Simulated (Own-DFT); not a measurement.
Simulation results for SiC (4H silicon carbide, strained, atoms displaced), GaP (zincblende, atoms displaced), SiC (4H silicon carbide, atoms displaced), GaP (zincblende, strained, atoms displaced)

A calculation, not a measurement: plane-wave PBE density functional theory by an unreviewed code, no spin, of a simulated periodic cell, stress positive in tension, free energy of the whole cell less one offset for each atom, forces on such cells passed a denser k mesh, this cell's mesh not checked; offsets are fitted by least squares, one for each functional and potential file, so energies compare only between cells with the same atoms and settings and are not formation energies; the far tail of each file's local potential was reset to the Coulomb form; each entry is a single point on an unrelaxed cell, so the pressure reflects the starting lattice, mostly measured values (interpolated for alloys), from which strain is counted, and rises with the displacements; printed positions are rounded, which can move forces by about a meV/angstrom; the program, named Own-DFT, is a retired in-house code; no spin-orbit coupling. Program: Own-DFT development build.

Settings shared by all entries: functional PBE; potential files PseudoDojo norm-conserving, scalar-relativistic, standard set; wave cutoff 42 hartree; occupations Fermi-Dirac; smearing width 0.1 eV.

(1) SiC (4H silicon carbide, strained, atoms displaced)

```cif
# cell vector a (Å): 9.1699 -0.0232 0.0291
# cell vector b (Å): -4.6050 7.9916 0.1429
# cell vector c (Å): 0.0316 0.1979 9.9477
data_SiC
_symmetry_space_group_name_H-M 'P 1'
_symmetry_Int_Tables_number 1
_cell_length_a 9.1700
_cell_length_b 9.2245
_cell_length_c 9.9497
_cell_angle_alpha 88.216
_cell_angle_beta 89.639
_cell_angle_gamma 120.089
_cell_volume 727.63
loop_
_atom_site_label
_atom_site_type_symbol
_atom_site_fract_x
_atom_site_fract_y
_atom_site_fract_z
_atom_site_occupancy
Si1 Si 0.00205 0.00162 0.40963 1
Si2 Si 0.10042 0.20867 0.15556 1
C1 C 0.00309 0.00115 0.09126 1
C2 C 0.10051 0.22632 0.35116 1
Si3 Si 0.00700 0.34227 0.40348 1
Si4 Si 0.10457 0.55465 0.15106 1
C3 C 0.99696 0.33520 0.09720 1
C4 C 0.11071 0.55028 0.34183 1
Si5 Si 0.00799 0.67805 0.40411 1
Si6 Si 0.10938 0.88667 0.16116 1
C5 C 0.99008 0.65890 0.09808 1
C6 C 0.11425 0.88964 0.34917 1
Si7 Si 0.33001 0.99287 0.40798 1
Si8 Si 0.44476 0.21360 0.15505 1
C7 C 0.34276 0.00242 0.08855 1
C8 C 0.44823 0.21806 0.33717 1
Si9 Si 0.32950 0.33229 0.40580 1
Si10 Si 0.43490 0.55393 0.15801 1
C9 C 0.34107 0.34008 0.08686 1
C10 C 0.43795 0.55540 0.34391 1
Si11 Si 0.33163 0.66671 0.40474 1
Si12 Si 0.43520 0.87906 0.14723 1
C11 C 0.32915 0.66634 0.09152 1
C12 C 0.44338 0.89113 0.34323 1
Si13 Si 0.65880 0.00112 0.40697 1
Si14 Si 0.77843 0.22080 0.15610 1
C13 C 0.66612 0.98938 0.08412 1
C14 C 0.77753 0.22459 0.33849 1
Si15 Si 0.66293 0.33229 0.40334 1
Si16 Si 0.77249 0.56522 0.15347 1
C15 C 0.66126 0.32467 0.09923 1
C16 C 0.77426 0.55422 0.34534 1
Si17 Si 0.65636 0.66695 0.41285 1
Si18 Si 0.77285 0.88520 0.15782 1
C17 C 0.66315 0.67619 0.09475 1
C18 C 0.78260 0.88723 0.33842 1
Si19 Si 0.99537 0.00124 0.90330 1
Si20 Si 0.88572 0.77725 0.65799 1
C19 C 0.99550 0.00280 0.59690 1
C20 C 0.89287 0.77525 0.84200 1
Si21 Si 0.00630 0.67646 0.90529 1
Si22 Si 0.89143 0.44912 0.65389 1
C21 C 0.99016 0.66221 0.59192 1
C22 C 0.88162 0.44417 0.83584 1
Si23 Si 0.00552 0.33487 0.90950 1
Si24 Si 0.88958 0.10888 0.65857 1
C23 C 0.00381 0.33600 0.58527 1
C24 C 0.88975 0.11027 0.84680 1
Si25 Si 0.66708 0.99581 0.90519 1
Si26 Si 0.55603 0.77287 0.65082 1
C25 C 0.66770 0.99298 0.59304 1
C26 C 0.56278 0.77648 0.83987 1
Si27 Si 0.65938 0.67522 0.90712 1
Si28 Si 0.56433 0.44453 0.66047 1
C27 C 0.67322 0.66694 0.59544 1
C28 C 0.56178 0.43492 0.84309 1
Si29 Si 0.65331 0.33134 0.89598 1
Si30 Si 0.54395 0.10128 0.65348 1
C29 C 0.67002 0.32925 0.59828 1
C30 C 0.55610 0.10880 0.84946 1
Si31 Si 0.32401 0.98988 0.91008 1
Si32 Si 0.22196 0.78071 0.64986 1
C31 C 0.32839 0.00177 0.59924 1
C32 C 0.21879 0.77442 0.84128 1
Si33 Si 0.33671 0.66192 0.91144 1
Si34 Si 0.22128 0.44070 0.64526 1
C33 C 0.33290 0.66984 0.59756 1
C34 C 0.21122 0.44019 0.84441 1
Si35 Si 0.31644 0.32552 0.91581 1
Si36 Si 0.21855 0.11122 0.65750 1
C35 C 0.33333 0.33837 0.59216 1
C36 C 0.21058 0.10990 0.84608 1
```

```
hardware                          : one NVIDIA H100
k mesh                            : 4 x 4 x 3 centred on Gamma
free energy of cell above offsets : -5.000 eV
pressure                          : 11.17 GPa
stress xx                         : -11.03 GPa
stress yy                         : -8.2 GPa
stress zz                         : -14.27 GPa
stress yz                         : 6.97 GPa
stress xz                         : -0.04 GPa
stress xy                         : 0.23 GPa
wall time                         : 358.1 s
```

Force:
```tsv
element	x (eV/Å)	y (eV/Å)	z (eV/Å)
Si	-1.161	-0.077	-0.202
Si	0.349	2.85	0.855
C	-0.41	-1.436	0.462
C	3.365	-1.563	-2.031
Si	-2.631	-2.157	0.295
Si	0.348	-0.669	1.249
C	1.312	-0.566	-0.856
C	-0.612	3.363	-0.566
Si	-1.145	-4.045	0.456
Si	0.492	0.078	-1.204
C	0.589	2.273	-1.126
C	-0.665	1.739	-0.959
Si	0.214	1.877	-0.054
Si	-0.59	1.371	-0.685
C	-2.321	-1.468	1.638
C	-2.261	-0.242	2.026
Si	0.501	-0.698	-0.574
Si	1.302	0.027	-0.358
C	-0.876	-1.362	4.044
C	0.438	0.027	0.371
Si	-0.417	-0.017	0.36
Si	1.703	1.918	1.446
C	-0.303	-0.837	0.619
C	-0.077	-1.083	-0.69
Si	2.3	0.465	-0.936
Si	-1.214	-0.847	-0.886
C	-1.075	1.094	2.548
C	0.307	-0.237	1.77
Si	1.126	0.183	0.408
Si	0.043	-2.953	1.087
C	0.256	2.049	-2.127
C	-0.396	1.475	-0.085
Si	2.243	-0.307	-1.947
Si	0.632	0.983	-0.672
C	-0.137	-1.573	-0.599
C	-1.356	0.372	2.178
Si	0.482	-1.692	0.435
Si	1.03	0.387	-0.232
C	1.475	-0.91	-0.528
C	-2.19	1.21	1.001
Si	-0.737	-3.196	0.151
Si	0.641	-1.805	-0.046
C	1.297	2.276	-0.568
C	1.383	0.369	2.346
Si	-3.829	-0.777	-0.513
Si	-1.17	1.304	-0.447
C	-0.786	-0.362	1.684
C	-0.738	0.794	-0.581
Si	-0.586	0.595	-1.091
Si	-0.117	-0.03	0.938
C	-1.148	0.914	0.098
C	-3.357	0.9	-0.668
Si	4.61	-2.99	0.371
Si	-0.973	-0.757	-0.924
C	-1.615	-0.48	0.128
C	-7.092	3.821	-0.352
Si	5.968	-2.282	3.704
Si	2.205	1.268	1.731
C	-0.98	-0.445	-1.665
C	-1.057	-1.125	-1.536
Si	0.392	1.392	-2.234
Si	-0.847	-1.459	1.585
C	-0.159	-0.274	-1.71
C	1.658	0.553	0.378
Si	-1.165	0.162	-2.86
Si	-1.061	0.844	2.235
C	0.387	-0.407	-1.392
C	2.88	1.485	-0.907
Si	1.778	0.604	-4.209
Si	-0.527	0.739	0.369
C	1.91	-0.823	0.158
C	2.168	0.193	-0.099
```

(2) GaP (zincblende, atoms displaced)

```cif
# cell vector a (Å): 10.9010 0.0000 0.0000
# cell vector b (Å): 0.0000 10.9010 0.0000
# cell vector c (Å): 0.0000 0.0000 10.9010
data_GaP
_symmetry_space_group_name_H-M 'P 1'
_symmetry_Int_Tables_number 1
_cell_length_a 10.9010
_cell_length_b 10.9010
_cell_length_c 10.9010
_cell_angle_alpha 90.000
_cell_angle_beta 90.000
_cell_angle_gamma 90.000
_cell_volume 1295.39
loop_
_atom_site_label
_atom_site_type_symbol
_atom_site_fract_x
_atom_site_fract_y
_atom_site_fract_z
_atom_site_occupancy
Ga1 Ga 0.99936 0.99112 0.01168 1
Ga2 Ga 0.00519 0.23724 0.25433 1
Ga3 Ga 0.24325 0.00327 0.25257 1
Ga4 Ga 0.24769 0.24883 0.98080 1
P1 P 0.13283 0.11555 0.13376 1
P2 P 0.10753 0.37905 0.38036 1
P3 P 0.37653 0.14172 0.37384 1
P4 P 0.38371 0.37521 0.12847 1
Ga5 Ga 0.99593 0.01247 0.49745 1
Ga6 Ga 0.00161 0.24654 0.74888 1
Ga7 Ga 0.27239 0.00246 0.74288 1
Ga8 Ga 0.24579 0.24436 0.48655 1
P5 P 0.13162 0.12366 0.63003 1
P6 P 0.12789 0.36576 0.87432 1
P7 P 0.37982 0.12437 0.89079 1
P8 P 0.37203 0.38219 0.62741 1
Ga9 Ga 0.00515 0.50905 0.00034 1
Ga10 Ga 0.00121 0.75161 0.25633 1
Ga11 Ga 0.25808 0.50682 0.24509 1
Ga12 Ga 0.26521 0.75822 0.01774 1
P9 P 0.11648 0.61143 0.13256 1
P10 P 0.11975 0.87844 0.37540 1
P11 P 0.37363 0.62895 0.38056 1
P12 P 0.35616 0.87512 0.11859 1
Ga13 Ga 0.99827 0.50361 0.47905 1
Ga14 Ga 0.00335 0.76017 0.75873 1
Ga15 Ga 0.25414 0.50316 0.74492 1
Ga16 Ga 0.26363 0.74227 0.50498 1
P13 P 0.10575 0.62024 0.62429 1
P14 P 0.12965 0.86530 0.87934 1
P15 P 0.36277 0.62005 0.88754 1
P16 P 0.38128 0.87053 0.62293 1
Ga17 Ga 0.49370 0.00670 0.99145 1
Ga18 Ga 0.50199 0.24988 0.25103 1
Ga19 Ga 0.74954 0.00149 0.24307 1
Ga20 Ga 0.76376 0.24757 0.00315 1
P17 P 0.63006 0.13163 0.11048 1
P18 P 0.62249 0.36985 0.36963 1
P19 P 0.87129 0.12434 0.36430 1
P20 P 0.88598 0.36869 0.10466 1
Ga21 Ga 0.51090 0.98646 0.49588 1
Ga22 Ga 0.51045 0.25319 0.76452 1
Ga23 Ga 0.76308 0.99789 0.74457 1
Ga24 Ga 0.75807 0.25687 0.49961 1
P21 P 0.62872 0.11296 0.63290 1
P22 P 0.63962 0.38285 0.86206 1
P23 P 0.86884 0.14205 0.88361 1
P24 P 0.87019 0.36624 0.61248 1
Ga25 Ga 0.51073 0.51230 0.98145 1
Ga26 Ga 0.50791 0.73420 0.26431 1
Ga27 Ga 0.75706 0.49901 0.27105 1
Ga28 Ga 0.75541 0.75015 0.00084 1
P25 P 0.63779 0.60053 0.12465 1
P26 P 0.63584 0.89155 0.36184 1
P27 P 0.86436 0.62152 0.36783 1
P28 P 0.88366 0.88298 0.12668 1
Ga29 Ga 0.49644 0.49033 0.49431 1
Ga30 Ga 0.49506 0.75614 0.76123 1
Ga31 Ga 0.75081 0.49877 0.75070 1
Ga32 Ga 0.75843 0.74390 0.50149 1
P29 P 0.62982 0.63805 0.61175 1
P30 P 0.62512 0.87144 0.87353 1
P31 P 0.85090 0.62081 0.88786 1
P32 P 0.88347 0.87622 0.63424 1
```

```
hardware                          : one NVIDIA H100
k mesh                            : 3 x 3 x 3 centred on Gamma
free energy of cell above offsets : -24.490 eV
pressure                          : 5.27 GPa
stress xx                         : -5.39 GPa
stress yy                         : -5.36 GPa
stress zz                         : -5.06 GPa
stress yz                         : -1.78 GPa
stress xz                         : -0.27 GPa
stress xy                         : -0.35 GPa
wall time                         : 593.5 s
```

Force:
```tsv
element	x (eV/Å)	y (eV/Å)	z (eV/Å)
Ga	1.568	1.93	-2.046
Ga	-0.055	1.236	-1.316
Ga	1.454	-0.862	1.095
Ga	0.344	-0.17	3.309
P	-1.066	1.77	-2.149
P	3.08	-1.777	-2.14
P	0.578	-2.944	-0.105
P	-0.501	0.351	-1.543
Ga	0.322	-0.779	0.484
Ga	-0.375	0.308	-0.191
Ga	-1.336	-0.037	0.944
Ga	-0.941	1.687	1.781
P	-0.015	-0.094	-0.606
P	-0.966	2.267	-1.212
P	-0.912	1.296	-3.341
P	0.657	-1.706	-0.424
Ga	-0.833	-1.163	-1.395
Ga	-0.188	-0.363	-0.678
Ga	-0.415	-1.203	0.533
Ga	-4.566	-4.52	-3.499
P	1.222	2.352	0.293
P	0.881	-0.385	1.168
P	0.369	-1.439	-0.554
P	5.137	3.914	4.424
Ga	-1.666	0.794	2.554
Ga	-0.76	-1.729	0.002
Ga	-1.462	0.019	0.365
Ga	-2.715	0.816	0.674
P	1.417	0.5	0.143
P	0.963	1.393	0.45
P	0.468	1.15	-1.126
P	0.281	0.104	-0.187
Ga	2.08	-2.517	2.044
Ga	0.437	-0.151	-1.386
Ga	0.627	1.288	-1.625
Ga	-2.569	1.916	0.378
P	-0.956	-0.724	1.283
P	0.657	0.117	1.043
P	-0.417	0.241	1.171
P	0.49	0.797	3.247
Ga	-0.622	1.642	0.457
Ga	-0.696	-0.502	-1.266
Ga	-0.792	0.588	1.609
Ga	-2.365	-2.362	-1.284
P	-0.405	1.183	-0.944
P	-1.441	-1.434	2.362
P	2.454	-3.701	-2.447
P	2.272	2.47	2.169
Ga	0.027	-1.645	1.056
Ga	0.753	1.053	-1.876
Ga	-1.529	-2.972	-3.455
Ga	-1.529	1.254	1.886
P	-0.464	2.2	0.599
P	-0.908	-3.013	1.191
P	2.494	2.681	1.48
P	-1.853	-2.245	0.931
Ga	0.635	0.81	0.564
Ga	0.127	-1.405	-0.565
Ga	0.811	1.207	-2.745
Ga	0.382	2.036	-0.438
P	-1.749	-1.824	1.778
P	0.512	0.973	0.721
P	3.435	-0.458	-1.82
P	0.131	-0.22	-1.824
```

(3) SiC (4H silicon carbide, atoms displaced)

```cif
# cell vector a (Å): 6.1654 0.0000 0.0000
# cell vector b (Å): -3.0827 5.3394 0.0000
# cell vector c (Å): 0.0000 0.0000 10.0681
data_SiC
_symmetry_space_group_name_H-M 'P 1'
_symmetry_Int_Tables_number 1
_cell_length_a 6.1654
_cell_length_b 6.1654
_cell_length_c 10.0681
_cell_angle_alpha 90.000
_cell_angle_beta 90.000
_cell_angle_gamma 120.000
_cell_volume 331.44
loop_
_atom_site_label
_atom_site_type_symbol
_atom_site_fract_x
_atom_site_fract_y
_atom_site_fract_z
_atom_site_occupancy
Si1 Si 0.96241 0.95863 0.42806 1
Si2 Si 0.18511 0.37210 0.15307 1
C1 C 0.02309 0.98092 0.10163 1
C2 C 0.16529 0.34446 0.33452 1
Si3 Si 0.98452 0.48253 0.40370 1
Si4 Si 0.14254 0.79616 0.15325 1
C3 C 0.02112 0.47442 0.08903 1
C4 C 0.15079 0.84500 0.34687 1
Si5 Si 0.50774 0.98333 0.40079 1
Si6 Si 0.66228 0.32732 0.14450 1
C5 C 0.48708 0.96560 0.10795 1
C6 C 0.64615 0.32558 0.35696 1
Si7 Si 0.51774 0.47708 0.41131 1
Si8 Si 0.64701 0.83618 0.16626 1
C7 C 0.51648 0.51073 0.09675 1
C8 C 0.70524 0.86233 0.35631 1
Si9 Si 0.02133 0.00740 0.91330 1
Si10 Si 0.84086 0.68510 0.65891 1
C9 C 0.94810 0.98258 0.59362 1
C10 C 0.81894 0.66434 0.83323 1
Si11 Si 0.99255 0.49476 0.89818 1
Si12 Si 0.82717 0.16198 0.66771 1
C11 C 0.98884 0.49551 0.60077 1
C12 C 0.81647 0.15865 0.84558 1
Si13 Si 0.47864 0.98989 0.90440 1
Si14 Si 0.33503 0.66234 0.64097 1
C13 C 0.49961 0.99912 0.60518 1
C14 C 0.35792 0.67867 0.82700 1
Si15 Si 0.52641 0.52517 0.90967 1
Si16 Si 0.36427 0.20435 0.65769 1
C15 C 0.52019 0.50513 0.57526 1
C16 C 0.35280 0.17197 0.84500 1
```

```
hardware                          : one NVIDIA H100
k mesh                            : 5 x 5 x 3 centred on Gamma
free energy of cell above offsets : 7.034 eV
pressure                          : 12.97 GPa
stress xx                         : -18.13 GPa
stress yy                         : -7.36 GPa
stress zz                         : -13.4 GPa
stress yz                         : 0.35 GPa
stress xz                         : -3.47 GPa
stress xy                         : 5.64 GPa
wall time                         : 118.5 s
```

Force:
```tsv
element	x (eV/Å)	y (eV/Å)	z (eV/Å)
Si	7.822	5.887	-2.263
Si	8.12	-7.278	4.222
C	-4.543	2.576	-2.462
C	1.306	0.192	2.083
Si	0.622	1.752	0.99
Si	1.475	1.511	2.958
C	-9.982	3.246	-4.15
C	2.625	-2.798	0.151
Si	-3.583	1.14	2.528
Si	0.921	-1.313	2.698
C	-4.26	3.771	-3.637
C	7.156	-3.816	-5.319
Si	-8.415	3.821	-3.557
Si	7.933	-1.247	1.36
C	-0.47	0.296	-0.882
C	-7.945	-5.994	-5.879
Si	-1.835	-0.437	-0.184
Si	0.761	-2.804	-1.249
C	3.515	3.056	3.399
C	3.365	1.675	2.803
Si	1.38	0.236	-0.775
Si	-1.494	0.851	-1.491
C	1.018	0.137	-1.108
C	1.804	0.334	2.279
Si	3.373	-0.717	0.796
Si	-0.459	0.238	0.912
C	-1.005	0.629	-2.603
C	-1.646	-2.162	2.374
Si	-2.717	-1.785	-0.208
Si	-0.258	-3.723	-0.238
C	-1.77	0.724	6.36
C	-2.813	2.004	0.094
```

(4) GaP (zincblende, strained, atoms displaced)

```cif
# cell vector a (Å): 10.8620 0.0000 0.0000
# cell vector b (Å): 0.0000 10.8620 0.0000
# cell vector c (Å): 0.0000 0.0000 10.9439
data_GaP
_symmetry_space_group_name_H-M 'P 1'
_symmetry_Int_Tables_number 1
_cell_length_a 10.8620
_cell_length_b 10.8620
_cell_length_c 10.9439
_cell_angle_alpha 90.000
_cell_angle_beta 90.000
_cell_angle_gamma 90.000
_cell_volume 1291.19
loop_
_atom_site_label
_atom_site_type_symbol
_atom_site_fract_x
_atom_site_fract_y
_atom_site_fract_z
_atom_site_occupancy
Ga1 Ga 0.99947 0.00362 0.99889 1
Ga2 Ga 0.99420 0.24172 0.25337 1
Ga3 Ga 0.23770 0.99490 0.23343 1
Ga4 Ga 0.25043 0.24078 0.00024 1
P1 P 0.13161 0.12939 0.13006 1
P2 P 0.12465 0.36085 0.37185 1
P3 P 0.36933 0.12371 0.38182 1
P4 P 0.38106 0.37506 0.12535 1
Ga5 Ga 0.00516 0.99672 0.49491 1
Ga6 Ga 0.99698 0.24130 0.75116 1
Ga7 Ga 0.24789 0.00352 0.75960 1
Ga8 Ga 0.25315 0.24658 0.49807 1
P5 P 0.11758 0.13010 0.63564 1
P6 P 0.10546 0.37456 0.87245 1
P7 P 0.37706 0.13269 0.86177 1
P8 P 0.38182 0.37631 0.63533 1
Ga9 Ga 0.99298 0.50101 0.99593 1
Ga10 Ga 0.01345 0.75886 0.24419 1
Ga11 Ga 0.26551 0.49459 0.24556 1
Ga12 Ga 0.24230 0.76452 0.98665 1
P9 P 0.13009 0.62244 0.13581 1
P10 P 0.12402 0.88103 0.38116 1
P11 P 0.38321 0.62422 0.37202 1
P12 P 0.38397 0.87329 0.12659 1
Ga13 Ga 0.98854 0.49214 0.49528 1
Ga14 Ga 0.00644 0.75525 0.75017 1
Ga15 Ga 0.24510 0.50481 0.74684 1
Ga16 Ga 0.25180 0.73736 0.50448 1
P13 P 0.13031 0.64143 0.62551 1
P14 P 0.12235 0.88718 0.88930 1
P15 P 0.37085 0.63235 0.86420 1
P16 P 0.37096 0.87025 0.63322 1
Ga17 Ga 0.50336 0.99576 0.01398 1
Ga18 Ga 0.50896 0.25264 0.24012 1
Ga19 Ga 0.74458 0.99628 0.24298 1
Ga20 Ga 0.76244 0.25213 0.00547 1
P17 P 0.63096 0.12345 0.11837 1
P18 P 0.62967 0.36346 0.38586 1
P19 P 0.86709 0.12757 0.38093 1
P20 P 0.87330 0.37232 0.12416 1
Ga21 Ga 0.50787 0.99864 0.49588 1
Ga22 Ga 0.49133 0.25249 0.75559 1
Ga23 Ga 0.75379 0.00341 0.74056 1
Ga24 Ga 0.74697 0.25080 0.49927 1
P21 P 0.62780 0.12944 0.62064 1
P22 P 0.62517 0.38707 0.88878 1
P23 P 0.87462 0.12257 0.88133 1
P24 P 0.87860 0.37493 0.63442 1
Ga25 Ga 0.49451 0.50938 0.00439 1
Ga26 Ga 0.50067 0.75951 0.24842 1
Ga27 Ga 0.74547 0.50619 0.24138 1
Ga28 Ga 0.74469 0.74859 0.00326 1
P25 P 0.62767 0.62057 0.11987 1
P26 P 0.62740 0.86166 0.37548 1
P27 P 0.87684 0.62692 0.37675 1
P28 P 0.87535 0.85849 0.12510 1
Ga29 Ga 0.49053 0.49593 0.49152 1
Ga30 Ga 0.50965 0.75847 0.73931 1
Ga31 Ga 0.74674 0.51145 0.74313 1
Ga32 Ga 0.74791 0.74003 0.49915 1
P29 P 0.62716 0.63305 0.62645 1
P30 P 0.61912 0.87899 0.87753 1
P31 P 0.87014 0.61979 0.86566 1
P32 P 0.88123 0.87578 0.62169 1
```

```
k mesh                            : 3 x 3 x 3 centred on Gamma
free energy of cell above offsets : -29.701 eV
pressure                          : 4.33 GPa
stress xx                         : -4.61 GPa
stress yy                         : -4.54 GPa
stress zz                         : -3.85 GPa
stress yz                         : 0.53 GPa
stress xz                         : -0.06 GPa
stress xy                         : 1.33 GPa
```

Force:
```tsv
element	x (eV/Å)	y (eV/Å)	z (eV/Å)
Ga	-0.733	0.275	1.748
Ga	-0.089	0.441	-0.154
Ga	1.714	-0.558	2.172
Ga	0.106	1.514	-0.903
P	-1.83	0.007	-1.023
P	0.267	1.551	0.225
P	1.037	-0.819	-1.872
P	-0.135	-0.65	-1.01
Ga	-1.035	1.539	1.166
Ga	-0.912	0.767	0.774
Ga	-0.204	-0.222	-0.965
Ga	-0.422	0.504	1.426
P	1.425	-1.352	-1.697
P	2.217	-0.03	0.321
P	-0.678	-1.836	2.869
P	-1.473	0.618	-1.489
Ga	0.178	0.388	0.729
Ga	-0.519	-0.821	1.333
Ga	-1.384	0.096	1.047
Ga	1.714	-2.307	1.831
P	0.181	0.028	-1.728
P	1.506	-1.246	-1.185
P	-0.911	0.507	-0.391
P	-2.145	0.126	-0.484
Ga	1.26	0.161	0.249
Ga	-0.634	0.213	0.666
Ga	-0.274	-0.555	0.369
Ga	1.279	1.817	-1.393
P	-1.742	-2.651	0.37
P	-0.532	-0.038	-2.311
P	0.45	0.115	0.853
P	0.004	1.118	-1.195
Ga	-0.181	0.937	-1.83
Ga	-0.317	-0.69	1.444
Ga	0.754	-0.453	0.862
Ga	-1.404	-0.092	-1.114
P	-0.058	0.477	0.39
P	-1.245	2.226	-2.26
P	0.503	-1.316	-0.848
P	0.919	0.832	1.156
Ga	-0.885	-0.217	0.405
Ga	2.925	1.06	-0.471
Ga	-0.246	-0.27	0.77
Ga	1.471	-0.037	1.563
P	-0.724	-0.249	0.899
P	0.244	-1.006	-1.272
P	-0.416	0.025	-0.853
P	-1.078	-0.191	-0.684
Ga	-0.623	0.002	-0.966
Ga	0.668	-1.7	0.118
Ga	0.817	-1.151	1.677
Ga	0.339	-0.146	-1.5
P	-1.205	1.27	0.669
P	0.227	1.516	0.022
P	0.07	-0.12	-1.184
P	0.052	1.954	-0.235
Ga	1.365	-0.408	1.238
Ga	-0.778	-0.217	1.353
Ga	-0.287	-1.676	0.414
Ga	1.05	0.731	0.171
P	-0.936	-1.237	-1.041
P	0.988	0.04	-0.248
P	0.843	1.714	1.07
P	-0.536	-0.312	-0.061
```
